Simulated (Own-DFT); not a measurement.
# Point defects and the pressure they add: B20 RuSi

The numbers are computed, not measured, by runs of the plane-wave DFT program Own-DFT (in-house, retired, unreviewed) at fixed positions, with no spin and no spin-orbit coupling.

All runs used: PBE; PseudoDojo norm-conserving scalar-relativistic files; cutoff 50 hartree; 5 x 4 x 5 k mesh centred on Gamma; cold (Marzari-Vanderbilt) smearing of 0.2 eV.

Caveats (not all hold for every row): not probed for a lower state with spin; forces on such cells failed a check on a denser k mesh; stress not checked against mesh or cutoff.

All runs share one cell, with vectors in Å (4.709, 0.000, 4.709); (0.000, 9.417, 0.000); (-4.709, 0.000, 4.709) and a volume of 417.6 Å³. u is the rms random offset of the atoms per axis. The defect's site can differ from row to row.

| cell | formula | u (Å) | P (GPa) |
|---|---|---|---|
| no defect | Ru16Si16 | 0.0177 | 4.89 |
| no defect | Ru16Si16 | 0.0203 | 5.27 |
| no defect | Ru16Si16 | 0.0513 | 6.42 |
| one Ru on a Si site | Ru17Si15 | 0.0292 | ? |
| one Ru on a Si site | Ru17Si15 | 0.0299 | 8.16 |
| one Ru on a Si site | Ru17Si15 | 0.0476 | 8.41 |
| one Ru on a Si site | Ru17Si15 | 0.0572 | 10.77 |
| one Si on a Ru site | Ru15Si17 | 0.0290 | 5.95 |
| one Si on a Ru site | Ru15Si17 | 0.0311 | 5.30 |
| one Si on a Ru site | Ru15Si17 | 0.0491 | 7.20 |
| one Si vacancy | Ru16Si15 | 0.0294 | 2.71 |
| one Si vacancy | Ru16Si15 | 0.0301 | 2.40 |
| one Si vacancy | Ru16Si15 | 0.0473 | 4.14 |
| one Ru vacancy | Ru15Si16 | 0.0301 | 3.02 |
| one Ru vacancy | Ru15Si16 | 0.0305 | 2.65 |
| one Ru vacancy | Ru15Si16 | 0.0465 | 3.88 |

## Working it out

P = P0 + c u² + a shift for each defect gives P0 = 4.54 GPa, c = 880 ± 149 GPa/Å² and a scatter of 0.47 GPa. The shifts, and each times the cell's volume:

- one Ru on a Si site: 2.69 ± 0.42 GPa, 7.0 eV
- one Si on a Ru site: 0.37 ± 0.39 GPa, 1.0 eV (not resolved)
- one Ru vacancy: -2.53 ± 0.39 GPa, -6.6 eV
- one Si vacancy: -2.63 ± 0.39 GPa, -6.9 eV

Against the defect-free cell, a freed cell would be larger where the shift is positive and smaller where it is negative (160.2 GPa Å³ is 1 eV). The atoms around the defects weren't relaxed, which would change these numbers.

## Prediction

Asked: what pressure belongs in the blank (one Ru on a Si site, u = 0.0292 Å)?

The fitted form gives 7.98 ± 0.58 GPa. Computed: 7.98 GPa.
